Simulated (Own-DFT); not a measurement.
# Computed records: Hf36O71 (tetragonal hafnia with one neutral oxygen vacancy, atoms displaced)

Computed with Own-DFT development build. A calculation, not a measurement: plane-wave PBE and HSE06 DFT by an unreviewed code, no spin, of a simulated cell at Gamma alone, so results move with cell size and shape, stress positive in tension, energies less offsets, not probed for a lower state with spin; hafnium file: forces about 75 meV/angstrom off all-electron values; oxygen file: force components 24 meV/angstrom off all-electron in a glass; k mesh not checked against a denser one; forces and stress are PBE's, HSE06 gives the energy alone, and its difference from PBE has offsets of its own; offsets are fitted by least squares, one for each functional and potential file, so energies compare only between cells with the same atoms and settings and are not formation energies; the far tail of each file's local potential was reset to the Coulomb form; each entry is a single point on an unrelaxed cell, so the pressure reflects the starting lattice, taken from the Materials Project, from which strain is counted, and rises with the displacements; printed positions are rounded, which can move forces by about a meV/angstrom; the program is a retired in-house code; no spin-orbit coupling.

Settings shared by all entries: first functional PBE; second functional HSE06; exact exchange share 0.25; screening 0.11 1/bohr; exchange divergence Gygi-Baldereschi; potential files PseudoDojo norm-conserving, scalar-relativistic, made for PBE, standard set; wave cutoff 48 hartree; occupations fixed; k mesh 1 x 1 x 1 centred on Gamma.

(1) Hf36O71 (tetragonal hafnia with one neutral oxygen vacancy, atoms displaced)

```
cell vectors (Å)
  10.7800     0.0000     0.0000
   0.0000    10.7800     0.0000
   0.0000     0.0000    10.4493
atoms (fractions of the cell vectors)
Hf  0.00273  0.99602  0.00830
Hf  0.16634  0.15821  0.24382
O   0.00416  0.17109  0.14946
O   0.16055  0.00204  0.34999
O   0.99889  0.16431  0.40144
O   0.16842  0.99592  0.09845
Hf  0.00173  0.99009  0.49969
Hf  0.16229  0.16900  0.75094
O   0.99909  0.16852  0.65313
O   0.16904  0.99446  0.85110
O   0.00109  0.16308  0.90183
O   0.15573  0.00553  0.60213
Hf  0.00003  0.33368  0.99722
Hf  0.16558  0.50095  0.24897
O   0.99215  0.49458  0.15160
O   0.17085  0.33132  0.34852
O   0.99415  0.50650  0.39916
O   0.16380  0.33850  0.09935
Hf  0.00085  0.33559  0.50345
Hf  0.17545  0.48931  0.74377
O   0.99694  0.50087  0.65534
O   0.16481  0.33730  0.85153
O   0.00058  0.50223  0.90414
O   0.16612  0.33626  0.59106
Hf  0.00250  0.65993  0.99694
Hf  0.16116  0.83353  0.24641
O   0.00217  0.83636  0.15215
O   0.16833  0.66753  0.34437
O   0.00121  0.82693  0.40679
O   0.16646  0.66558  0.10512
Hf  0.00533  0.66192  0.50073
Hf  0.16910  0.83058  0.75718
O   0.99628  0.83169  0.65372
O   0.16489  0.65724  0.84840
O   0.99523  0.83470  0.90332
O   0.16873  0.67741  0.60132
Hf  0.33958  0.00463  0.00568
Hf  0.49126  0.16832  0.24558
O   0.33755  0.16825  0.15070
O   0.50090  0.00367  0.34721
O   0.33188  0.16852  0.40881
O   0.49878  0.99909  0.09125
Hf  0.33200  0.00372  0.49191
Hf  0.50293  0.16694  0.74786
O   0.32794  0.15952  0.65678
O   0.49676  0.00131  0.85078
O   0.50011  0.99746  0.60175
Hf  0.32647  0.33321  0.00109
Hf  0.49082  0.49542  0.24204
O   0.32994  0.49901  0.15028
O   0.50284  0.32458  0.34642
O   0.33404  0.49557  0.39970
O   0.50164  0.33347  0.09031
Hf  0.33418  0.32797  0.50064
Hf  0.49680  0.49548  0.75318
O   0.32573  0.50177  0.63885
O   0.49743  0.32874  0.84848
O   0.33725  0.50266  0.91059
O   0.50221  0.33314  0.59758
Hf  0.33272  0.66725  0.99704
Hf  0.50609  0.82861  0.24967
O   0.33698  0.82472  0.15160
O   0.49531  0.66895  0.34815
O   0.33577  0.83866  0.39712
O   0.50101  0.66830  0.10464
Hf  0.32928  0.67412  0.49886
Hf  0.50326  0.83180  0.75478
O   0.33998  0.83450  0.64998
O   0.49607  0.66370  0.84305
O   0.34113  0.83588  0.90314
O   0.50153  0.67243  0.59105
Hf  0.66583  0.00286  0.00255
Hf  0.84224  0.17558  0.25176
O   0.66612  0.16623  0.15317
O   0.83471  0.00024  0.35372
O   0.66280  0.17200  0.40081
O   0.83424  0.99668  0.09396
Hf  0.65998  0.00736  0.49096
Hf  0.84036  0.17135  0.75390
O   0.66020  0.17257  0.65001
O   0.83208  0.99905  0.84636
O   0.66827  0.16327  0.90257
O   0.83753  0.99025  0.59973
Hf  0.66846  0.33306  1.00000
Hf  0.82841  0.49511  0.24682
O   0.66910  0.50405  0.15438
O   0.83102  0.33504  0.35337
O   0.66365  0.49216  0.41093
O   0.83956  0.33739  0.09485
Hf  0.66850  0.32671  0.49868
Hf  0.83825  0.50352  0.75551
O   0.66505  0.49942  0.65989
O   0.83588  0.32231  0.85565
O   0.67137  0.50673  0.90299
O   0.83525  0.33208  0.60381
Hf  0.66552  0.65844  0.99292
Hf  0.83719  0.83671  0.25256
O   0.66819  0.83491  0.15196
O   0.83859  0.66791  0.34517
O   0.67125  0.83665  0.41137
O   0.82660  0.66514  0.09985
Hf  0.66647  0.66390  0.49911
Hf  0.83202  0.83546  0.74866
O   0.66697  0.83420  0.64418
O   0.83566  0.66672  0.84610
O   0.66323  0.82773  0.90964
O   0.83241  0.66491  0.60287
```

Results for Hf36O71 (tetragonal hafnia with one neutral oxygen vacancy, atoms displaced): PBE energy of cell above offsets -97.671 eV; HSE06 less PBE above offsets 0.066 eV; PBE pressure 1.69 GPa; PBE stress xx -0.97 GPa; PBE stress yy -2.09 GPa; PBE stress zz -1.99 GPa; PBE stress yz -0.82 GPa; PBE stress xz 0.07 GPa; PBE stress xy -0.02 GPa.

Force:
```tsv
element	x (eV/Å)	y (eV/Å)	z (eV/Å)
Hf	-0.911	-0.209	-2.141
Hf	-0.514	1.659	1.435
O	-0.295	-0.372	-0.018
O	0.545	-0.513	-0.492
O	-0.146	0.856	-0.1
O	0.614	0.549	1.013
Hf	-1.642	0.766	0.876
Hf	0.101	-2.292	0.323
O	0.301	0.837	-0.055
O	0.275	1.215	-0.102
O	0.329	0.204	0.146
O	1.986	-0.409	-0.314
Hf	0.178	-0.141	0.183
Hf	-0.496	-0.548	0.515
O	1.458	0.469	-0.099
O	-0.479	-0.278	-0.771
O	0.892	-1.835	0.417
O	0.469	-0.321	-0.293
Hf	-1.013	-0.537	-1.031
Hf	-1.663	2.017	0.132
O	1.868	-0.328	-0.38
O	0.704	-0.687	-0.23
O	-0.572	-1.42	-0.53
O	0.132	-0.103	1.513
Hf	-1.21	1.439	0.931
Hf	2.042	-0.676	0.49
O	-0.527	0.109	-0.042
O	0.106	-0.106	0.778
O	0.403	0.34	-1.101
O	-0.437	-0.109	-1.088
Hf	-1.634	0.9	0.91
Hf	-0.29	0.173	-1.283
O	1.354	-0.219	0.398
O	0.376	0.71	0.219
O	0.797	-0.724	0.531
O	-0.265	-0.514	-0.384
Hf	-0.909	-0.585	-2.242
Hf	3.335	-0.336	0.982
O	-2.13	-0.056	-0.799
O	-0.208	0.02	-0.21
O	0.048	-0.776	-1.576
O	0.486	0.281	1.437
Hf	0.253	-1.574	2.558
Hf	-0.421	-1.171	-0.071
O	0.498	0.866	0.435
O	-0.154	0.634	-0.132
O	-0.411	0.784	-1.008
Hf	0.553	-0.448	-0.268
Hf	1.075	0.917	1.781
O	0.006	-0.182	-0.169
O	-0.82	1.235	-0.542
O	0.149	0.376	-0.209
O	-0.687	0.406	0.633
Hf	0.503	1.917	-0.451
Hf	0.769	0.321	-1.64
O	1.625	-0.252	1.398
O	-0.212	0.676	0.097
O	-0.085	-1.432	-1.549
O	-1.29	0.134	0.158
Hf	0.419	1.589	1.326
Hf	-0.422	-0.238	-0.104
O	-0.799	0.649	0.263
O	0.414	-1.001	-0.361
O	-0.574	0.092	0.349
O	-0.121	-0.811	-1.253
Hf	1.539	-0.192	-0.308
Hf	0.406	0.749	-1.52
O	-1.378	-0.11	0.459
O	-0.008	-0.563	0.547
O	-0.707	-0.698	0.124
O	-0.813	-0.659	0.47
Hf	0.777	-1.068	-0.518
Hf	-1.038	-1.488	0.563
O	0.402	0.292	0.012
O	0.043	0.818	-1.314
O	0.679	-1.031	-0.698
O	0.36	0.435	0.802
Hf	1.07	-1.382	2.026
Hf	-1.185	-2.334	-1.004
O	1.743	-0.417	0.091
O	-0.241	0.509	0.239
O	-0.357	1.156	0.016
O	-0.814	0.985	-0.611
Hf	0.286	-0.838	-0.137
Hf	0.655	2.048	0.947
O	-1.634	-1.015	-0.443
O	0.426	-0.51	-0.438
O	0.089	1.056	-0.865
O	-1.559	-0.665	0.901
Hf	0.051	1.089	1.316
Hf	-1.39	-0.048	-1.053
O	-0.059	0.023	0.596
O	-0.089	2.649	0.241
O	-0.309	-3.613	-0.92
O	0.037	-0.006	-0.322
Hf	0.417	3	2.787
Hf	-1.531	-0.803	-0.041
O	0.185	0.558	0.956
O	-0.71	-0.282	-0.039
O	-0.42	-0.509	-1.641
O	1.384	0.06	-0.938
Hf	0.401	0.431	0.616
Hf	-0.327	0.503	-0.881
O	-0.305	-0.241	1.918
O	0.097	-0.097	0.628
O	-0.26	0.848	-1.001
O	0.363	-0.579	-0.75
```

(2) Hf36O71 (tetragonal hafnia with one neutral oxygen vacancy, atoms displaced)

```
cell vectors (Å)
  10.7800     0.0000     0.0000
   0.0000    10.7800     0.0000
   0.0000     0.0000    10.4493
atoms (fractions of the cell vectors)
Hf  0.00139  0.00296  0.99578
Hf  0.16512  0.16918  0.25003
O   0.99593  0.16972  0.14704
O   0.16577  0.00484  0.34079
O   0.99577  0.15929  0.39596
O   0.16837  0.99497  0.09385
Hf  0.00784  0.99520  0.49195
Hf  0.16365  0.17599  0.75769
O   0.99463  0.17313  0.66109
O   0.17428  0.99962  0.85120
O   0.00255  0.16369  0.90026
O   0.16350  0.99371  0.59870
Hf  0.99563  0.32963  0.99093
Hf  0.16840  0.50993  0.25148
O   0.01083  0.50579  0.15235
O   0.16426  0.33179  0.34944
O   0.00369  0.50200  0.40403
O   0.17686  0.33265  0.10014
Hf  0.99482  0.33550  0.49686
Hf  0.17484  0.49553  0.75688
O   0.99759  0.50311  0.64978
O   0.16524  0.33749  0.84919
O   0.00351  0.49375  0.89908
O   0.17160  0.31901  0.60572
Hf  0.00586  0.66546  0.99483
Hf  0.17485  0.83960  0.25089
O   0.00041  0.82970  0.15033
O   0.16545  0.67014  0.34667
O   0.99484  0.83585  0.39742
O   0.16435  0.67641  0.09477
Hf  0.99765  0.66077  0.50481
Hf  0.16110  0.83374  0.74527
O   0.00615  0.83663  0.64948
O   0.16719  0.66095  0.84674
O   0.00076  0.83367  0.90110
Hf  0.33090  0.99940  0.00774
Hf  0.49348  0.16679  0.25509
O   0.33453  0.17072  0.15502
O   0.50354  0.99675  0.33802
O   0.33430  0.16724  0.40800
O   0.49616  0.98951  0.09974
Hf  0.34100  0.00538  0.50149
Hf  0.50928  0.16295  0.75165
O   0.32874  0.16674  0.65032
O   0.48467  0.00699  0.84769
O   0.32918  0.16840  0.89678
O   0.50023  0.99177  0.60353
Hf  0.32806  0.33616  0.98932
Hf  0.49938  0.49930  0.24927
O   0.34071  0.50099  0.14817
O   0.50463  0.34011  0.34141
O   0.33941  0.49850  0.40005
O   0.50707  0.33595  0.09646
Hf  0.33204  0.33021  0.49778
Hf  0.49272  0.50096  0.75342
O   0.33289  0.49699  0.65164
O   0.50348  0.33091  0.84689
O   0.32753  0.49705  0.89963
O   0.48977  0.33441  0.59540
Hf  0.32762  0.66649  0.00420
Hf  0.49822  0.83225  0.24940
O   0.33510  0.83820  0.15134
O   0.49840  0.66192  0.34182
O   0.34000  0.83190  0.39886
O   0.49717  0.66876  0.09622
Hf  0.33973  0.66601  0.49778
Hf  0.50100  0.83472  0.75520
O   0.33533  0.83083  0.65506
O   0.50373  0.66649  0.83656
O   0.33519  0.82988  0.90837
O   0.50759  0.66969  0.59351
Hf  0.65978  0.99589  0.00220
Hf  0.83665  0.16830  0.25077
O   0.66336  0.17168  0.14849
O   0.83397  0.99360  0.33571
O   0.65921  0.16603  0.39589
O   0.83028  0.00227  0.08915
Hf  0.67206  0.00058  0.50145
Hf  0.83397  0.16133  0.74566
O   0.66464  0.16663  0.64696
O   0.83477  0.99320  0.84548
O   0.66693  0.16951  0.90781
O   0.83318  0.00526  0.59837
Hf  0.67265  0.33263  0.99650
Hf  0.82893  0.49968  0.25280
O   0.66493  0.50043  0.14279
O   0.83853  0.33390  0.34436
O   0.67294  0.48997  0.39442
O   0.82912  0.33369  0.10261
Hf  0.66873  0.33469  0.49429
Hf  0.83814  0.50807  0.75520
O   0.67151  0.50389  0.64727
O   0.83762  0.33853  0.84468
O   0.67735  0.51039  0.90337
O   0.83360  0.32785  0.59815
Hf  0.66879  0.67051  0.00890
Hf  0.82977  0.83451  0.24575
O   0.67312  0.83612  0.14128
O   0.82493  0.67522  0.34043
O   0.66649  0.83286  0.40318
O   0.84123  0.66897  0.10639
Hf  0.67358  0.66836  0.50388
Hf  0.82968  0.83205  0.74664
O   0.66860  0.83497  0.65625
O   0.83476  0.66120  0.85112
O   0.66251  0.83381  0.90704
O   0.83752  0.66195  0.60591
```

It finds PBE energy of cell above offsets -97.049 eV; HSE06 less PBE above offsets 0.032 eV; PBE pressure 2.31 GPa; PBE stress xx -0.45 GPa; PBE stress yy -3.9 GPa; PBE stress zz -2.56 GPa; PBE stress yz -0.09 GPa; PBE stress xz -0.47 GPa; PBE stress xy 0.03 GPa.

Force:
```tsv
element	x (eV/Å)	y (eV/Å)	z (eV/Å)
Hf	-0.525	-1.852	0.846
Hf	-0.323	1.334	-1.142
O	1.17	-0.085	0.027
O	0.303	-0.476	1.043
O	0.029	1.178	0.581
O	-0.99	0.47	1.045
Hf	-0.601	-0.293	0.615
Hf	1.308	-2.129	-1.492
O	1.142	-0.252	-0.914
O	-0.714	-0.046	-0.609
O	-0.124	0.731	-0.283
O	0.982	0.327	-0.848
Hf	-0.026	0.546	1.956
Hf	0.526	-1.649	-0.456
O	-1.213	-0.481	0.079
O	-0.118	0.452	0.066
O	-0.45	-0.08	-0.301
O	-1.741	-0.192	-0.663
Hf	0.977	-0.882	0.939
Hf	-1.428	1.397	-2.04
O	1.518	-0.132	-0.187
O	-0.165	-0.888	1.237
O	-0.054	0.88	0.244
O	-1.403	1.153	-0.872
Hf	-1.504	0.45	0.98
Hf	-2.083	-0.801	-0.74
O	0.573	0.81	0.362
O	0.391	0.391	0.485
O	0.568	-0.875	0.875
O	1.241	-0.477	0.632
Hf	1.661	1.062	-0.368
Hf	1.755	0.633	1.061
O	-2.238	-0.807	-0.412
O	-0.141	0.789	-0.346
O	0.284	-0.258	-0.404
Hf	0.361	0.239	-2.258
Hf	2.115	1.267	-1.591
O	-0.484	-0.911	0.001
O	-0.567	0.563	1.595
O	0.482	-0.548	-1.42
O	0.592	0.472	-0.122
Hf	-0.961	-1.028	1.437
Hf	-2.227	1.392	-0.299
O	1.241	-1.02	0.303
O	1.196	-1.302	0.527
O	-0.346	0.532	0.986
O	0.756	0.557	-0.957
Hf	2.076	-1.785	2.414
Hf	0.558	-0.387	-1.582
O	-1.841	0.639	0.04
O	-0.439	-1.872	1.107
O	-0.694	0.362	0.309
O	-1.406	-0.074	-0.833
Hf	-0.5	0.831	1.015
Hf	2.24	-0.81	-1.019
O	-0.232	1.008	-0.138
O	-0.043	0.834	-0.402
O	0.548	1.348	-0.724
O	2.142	-0.022	-0.222
Hf	1.006	0.291	-0.514
Hf	0.797	-0.569	-0.473
O	-0.398	-0.504	0.314
O	0.401	0.959	0.742
O	-0.329	0.584	0.283
O	0.288	0.562	-0.321
Hf	-0.275	0.064	0.31
Hf	-1.075	0.19	-0.229
O	-0.523	-0.58	-0.167
O	-0.48	-0.31	1.001
O	0.257	-0.009	-0.016
O	-0.861	-0.109	-0.302
Hf	0.88	1.226	0.718
Hf	-1.423	-0.949	-1.328
O	0.112	-0.768	1.006
O	-0.626	2.14	1.453
O	0.702	-0.151	1.01
O	0.516	0.266	-0.035
Hf	-0.706	0.073	-0.901
Hf	-0.623	0.648	0.527
O	0.489	-0.313	0.101
O	-0.142	0.776	-0.468
O	0.111	-1.594	-1.67
O	0.632	-0.378	-0.558
Hf	-1.63	1.297	0.931
Hf	-0.058	1.256	-1.872
O	0.796	0.766	1.34
O	0.342	-0.3	1.107
O	0.482	2.089	0.226
O	1.683	0.317	-0.489
Hf	-1.029	-0.457	1.293
Hf	-1.489	-1.555	-0.713
O	-0.768	-0.453	0.332
O	0.113	-1.504	0.547
O	-0.689	-1.254	-0.187
O	-0.323	0.047	-1.029
Hf	0.554	-1.212	-0.091
Hf	1.765	-0.47	-1.228
O	-1.578	-0.232	1.09
O	-0.039	-2.289	1.862
O	-0.332	0.39	0.426
O	-0.748	-0.691	-1.43
Hf	-0.436	-1.016	-0.673
Hf	1.564	-0.209	1.188
O	0.016	-0.121	-0.63
O	0.586	2.807	0.439
O	-0.161	-0.069	-1.429
O	-0.5	1.093	-0.649
```

(3) Hf36O71 (tetragonal hafnia with one neutral oxygen vacancy, atoms displaced)

```
cell vectors (Å)
  10.7800     0.0000     0.0000
   0.0000    10.7800     0.0000
   0.0000     0.0000    10.4493
atoms (fractions of the cell vectors)
Hf  0.00727  0.99272  0.00831
Hf  0.16679  0.16751  0.24436
O   0.00240  0.16518  0.14704
O   0.15858  0.99652  0.34438
O   0.99480  0.16518  0.40133
O   0.17145  0.99567  0.10160
Hf  0.99679  0.99673  0.49669
Hf  0.17411  0.16063  0.75534
O   0.00002  0.15982  0.65644
O   0.16685  0.99742  0.85562
O   0.00523  0.16300  0.90389
O   0.15870  0.00252  0.58981
Hf  0.99719  0.32814  0.01148
Hf  0.16619  0.50518  0.24850
O   0.99942  0.49765  0.14383
O   0.17615  0.32724  0.35387
O   0.00166  0.50036  0.40595
O   0.17559  0.33368  0.10136
Hf  0.00170  0.33548  0.49967
Hf  0.17166  0.49105  0.75027
O   0.99680  0.50086  0.65345
O   0.17111  0.33557  0.85144
O   0.99779  0.50160  0.90526
O   0.17175  0.33618  0.59383
Hf  0.99207  0.66413  0.00441
Hf  0.16820  0.83257  0.24856
O   0.00186  0.83209  0.14748
O   0.15951  0.66380  0.33924
O   0.00421  0.84219  0.40215
O   0.16558  0.65879  0.09698
Hf  0.99315  0.66189  0.50483
Hf  0.16768  0.83138  0.74563
O   0.00621  0.83236  0.64331
O   0.17161  0.66878  0.84979
O   0.99706  0.83275  0.90110
O   0.16309  0.66403  0.59468
Hf  0.33145  0.99045  0.99460
Hf  0.49444  0.16407  0.25269
O   0.32971  0.16489  0.15115
O   0.49816  0.00476  0.33992
O   0.33485  0.16772  0.39675
O   0.49884  0.00529  0.09981
Hf  0.33225  0.99881  0.49570
Hf  0.50433  0.17099  0.75406
O   0.32845  0.16502  0.64769
O   0.49823  0.99941  0.84268
O   0.33703  0.16189  0.90295
O   0.50708  0.99916  0.59619
Hf  0.33998  0.33960  0.00283
Hf  0.49686  0.50477  0.25767
O   0.33156  0.50060  0.14288
O   0.49579  0.33244  0.36224
O   0.33003  0.50365  0.40553
O   0.49794  0.33313  0.09620
Hf  0.33305  0.33028  0.50169
Hf  0.50135  0.49969  0.74992
O   0.32754  0.49897  0.65034
O   0.49653  0.32383  0.84989
O   0.33353  0.50483  0.89743
O   0.50651  0.33578  0.58746
Hf  0.33020  0.67127  0.99855
Hf  0.50433  0.83862  0.25366
O   0.33637  0.83474  0.15572
O   0.50165  0.66378  0.33925
O   0.33265  0.82306  0.40139
O   0.50179  0.66913  0.09663
Hf  0.33453  0.65775  0.49378
Hf  0.49629  0.83225  0.75460
O   0.34146  0.83309  0.64915
O   0.49506  0.66423  0.84469
O   0.33975  0.83033  0.90094
O   0.50378  0.65698  0.59644
Hf  0.66660  0.00696  0.00010
Hf  0.82852  0.16562  0.25109
O   0.66686  0.16668  0.15034
O   0.82909  0.99852  0.34298
O   0.66060  0.16245  0.40799
O   0.83158  0.00691  0.09850
Hf  0.65991  0.99593  0.50468
Hf  0.82615  0.15754  0.75410
O   0.66109  0.17061  0.66152
O   0.83029  0.00273  0.85297
O   0.65814  0.16838  0.90648
O   0.82964  0.99719  0.59447
Hf  0.66802  0.33685  0.00015
Hf  0.83443  0.49064  0.24708
O   0.66247  0.50208  0.15764
O   0.82613  0.32767  0.34688
O   0.66378  0.49318  0.40104
O   0.83546  0.33066  0.09797
Hf  0.66551  0.33419  0.50083
Hf  0.83151  0.50279  0.75051
O   0.67485  0.50112  0.65557
O   0.82365  0.34170  0.84864
O   0.67763  0.50494  0.89766
O   0.83309  0.33155  0.59546
Hf  0.66420  0.66570  0.99984
Hf  0.83676  0.83023  0.25266
O   0.65517  0.83699  0.15134
O   0.83485  0.66195  0.35236
O   0.84193  0.67017  0.09440
Hf  0.66597  0.66147  0.50270
Hf  0.83134  0.83444  0.75038
O   0.67056  0.83361  0.65799
O   0.83175  0.67088  0.85115
O   0.66951  0.83202  0.90819
O   0.83837  0.66417  0.58976
```

The calculation gives: PBE energy of cell above offsets -97.052 eV; HSE06 less PBE above offsets 0.004 eV; PBE pressure 2.51 GPa; PBE stress xx -2.42 GPa; PBE stress yy -2.12 GPa; PBE stress zz -3.01 GPa; PBE stress yz -0.44 GPa; PBE stress xz 1.32 GPa; PBE stress xy 0.12 GPa.

Force:
```tsv
element	x (eV/Å)	y (eV/Å)	z (eV/Å)
Hf	-1.023	0.862	-1.081
Hf	0.313	0.142	0.936
O	-0.464	0.364	0.664
O	1.186	0.73	-0.009
O	-0.025	0.685	-0.108
O	-0.251	-0.208	-0.208
Hf	-0.194	1.733	0.528
Hf	-1.978	0.838	0.172
O	-0.195	0.495	0.551
O	0.494	-0.84	-0.757
O	-0.406	0.419	0.581
O	2.546	-0.344	0.835
Hf	2.27	0.222	-2.475
Hf	0.257	-1.563	-0.802
O	-0.27	-0.392	1.672
O	-0.771	1.056	-0.84
O	-0.235	-1.031	-1.208
O	-1.617	-0.177	-0.006
Hf	-0.068	-1.375	0.871
Hf	-1.593	1.406	0.531
O	0.744	-0.215	-0.142
O	0.102	-1.157	-0.402
O	-0.021	-0.723	-0.005
O	-1.595	0.114	1.034
Hf	2.969	-0.1	-2.626
Hf	-0.001	0.173	0.368
O	-0.181	0.324	0.656
O	0.266	0.727	0.722
O	-0.929	-2.902	-1.246
O	0.044	0.542	0.107
Hf	2.662	1.103	-1.084
Hf	-0.587	-0.948	-0.157
O	-1.192	-0.015	1.267
O	0.162	0.243	-0.845
O	0.184	0.218	-0.136
O	1.163	0.276	-0.236
Hf	0.931	2.184	1.224
Hf	0.032	1.782	-0.987
O	0.663	0.085	0.146
O	-0.069	-1.566	1.852
O	0.088	-1.42	0.673
O	-0.173	-0.081	-0.799
Hf	-0.554	-0.029	0.267
Hf	-1.884	-1.785	-0.45
O	1.562	-0.06	-0.111
O	0.265	-0.232	0.37
O	-0.514	0.197	-0.012
O	-2.413	-0.026	0.144
Hf	-1.584	-0.709	-0.693
Hf	-0.071	-2.352	-1.42
O	0.712	0.177	1.417
O	-0.101	0.472	-2.316
O	0.174	-1.532	-1.66
O	1.303	0.136	0.567
Hf	0.305	-0.33	-0.888
Hf	-0.596	-0.029	-0.447
O	2.252	-0.089	-0.055
O	0.274	3.282	0.116
O	0.624	-0.706	0.084
O	-1.811	0.326	2.863
Hf	-0.088	-1.713	0.592
Hf	-0.991	-0.656	-0.723
O	-0.409	-0.258	-0.681
O	0.371	1.353	1.685
O	-0.113	1.426	0.022
O	-0.596	-0.431	-0.49
Hf	-0.872	1.974	2.279
Hf	0.979	0.302	-0.491
O	-1.221	0.36	0.216
O	0.741	-0.09	0.155
O	0.028	0.387	-0.63
O	-0.559	-0.163	-0.109
Hf	-0.202	-1.238	1.076
Hf	0.568	-1.208	-0.112
O	-0.446	0.467	0.428
O	-0.379	-0.76	0.174
O	0.314	0.195	-0.133
O	0.493	-0.633	-0.156
Hf	1.858	-0.216	-1.477
Hf	2.222	2.174	-0.892
O	1.316	-0.222	-0.675
O	-0.455	-0.999	-0.367
O	0.464	0.43	-0.475
O	-0.368	0.197	0.775
Hf	-0.039	-0.157	-0.095
Hf	-0.365	0.659	0.674
O	1.057	-0.244	-0.669
O	0.432	1.191	-0.307
O	0.102	1.51	0.205
O	-1.35	0.372	0.809
Hf	1.324	-1.119	-0.621
Hf	1.822	-0.396	0.984
O	-1.978	0.162	-0.795
O	0.183	-2.268	0.243
O	-1.724	-0.486	0.941
O	0.328	0.003	-0.126
Hf	0.321	0.74	0.323
Hf	-0.385	0.411	-0.275
O	2.872	-0.309	0.861
O	-0.446	0.407	-1.096
O	-3.834	-0.035	2.032
Hf	0.587	0.155	-0.785
Hf	1.415	0.199	0.717
O	-1.16	-0.611	-0.647
O	0.102	-0.098	-0.955
O	-0.373	0.408	-0.324
O	-2.726	0.455	1.903
```
